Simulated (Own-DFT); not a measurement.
# What a defect does to the pressure of its cell: C40 NbSi2

Everything here is calculated. The program is Own-DFT (plane waves, in-house, since retired, never reviewed by a person); positions were held fixed, and spin and spin-orbit coupling were off.

Common settings: PBE; PseudoDojo norm-conserving scalar-relativistic files; cutoff 42 hartree; 4 x 4 x 5 k mesh centred on Gamma; cold (Marzari-Vanderbilt) smearing of 0.2 eV.

Known weak points: forces on such cells failed a check on a denser k mesh; stress not checked against mesh or cutoff.

All runs share one cell, with vectors in Å (0.000, 8.324, 0.000); (-9.613, 0.000, 0.000); (0.000, 0.000, 6.586) and a volume of 527.0 Å³. The atoms are randomly displaced, by u rms on each axis. The defect's site can differ from row to row.

```
                    cell   formula   u (Å)  P (GPa)
               no defect  Nb12Si24  0.0182     1.45
               no defect  Nb12Si24  0.0497     2.76
               no defect  Nb12Si24  0.0523     2.61
          one Si vacancy  Nb12Si23  0.0288     0.86
          one Si vacancy  Nb12Si23  0.0296     0.84
          one Si vacancy  Nb12Si23  0.0499     1.63
two Si on a Nb site each  Nb10Si26  0.0276     1.58
two Si on a Nb site each  Nb10Si26  0.0279     1.58
two Si on a Nb site each  Nb10Si26  0.0493     2.62
two Nb on a Si site each  Nb14Si22  0.0273     7.44
two Nb on a Si site each  Nb14Si22  0.0299     7.51
two Nb on a Si site each  Nb14Si22  0.0451     8.24
        two Nb vacancies  Nb10Si24  0.0293     0.02
        two Nb vacancies  Nb10Si24  0.0304    -0.14
        two Nb vacancies  Nb10Si24  0.0502        ?
        two Nb vacancies  Nb10Si24  0.0526     0.54
```

## Worked fit

P = P0 + c u² + a shift for each defect gives P0 = 1.35 GPa, c = 499 ± 45 GPa/Å² and a scatter of 0.15 GPa. The shifts, and each times the cell's volume:

- two Nb on a Si site each: 5.76 ± 0.12 GPa, 19.0 eV (9.5 eV for each of its 2 sites)
- two Si on a Nb site each: -0.09 ± 0.12 GPa, -0.3 eV (-0.1 eV for each of its 2 sites) (not resolved)
- one Si vacancy: -0.94 ± 0.12 GPa, -3.1 eV
- two Nb vacancies: -1.97 ± 0.12 GPa, -6.5 eV (-3.2 eV for each of its 2 sites)

Positive is outwards. The product with the volume (160.2 GPa Å³ to the eV) is nearly free of the cell's size; divided by the bulk modulus at the cell's pressure it gives the volume that the defect adds. The atoms around the defects weren't relaxed, which would change these numbers.

## The run left out

Asked: what pressure belongs in the blank (two Nb vacancies, u = 0.0502 Å)?

Estimate: 0.64 ± 0.18 GPa. The hidden result is 0.56 GPa.
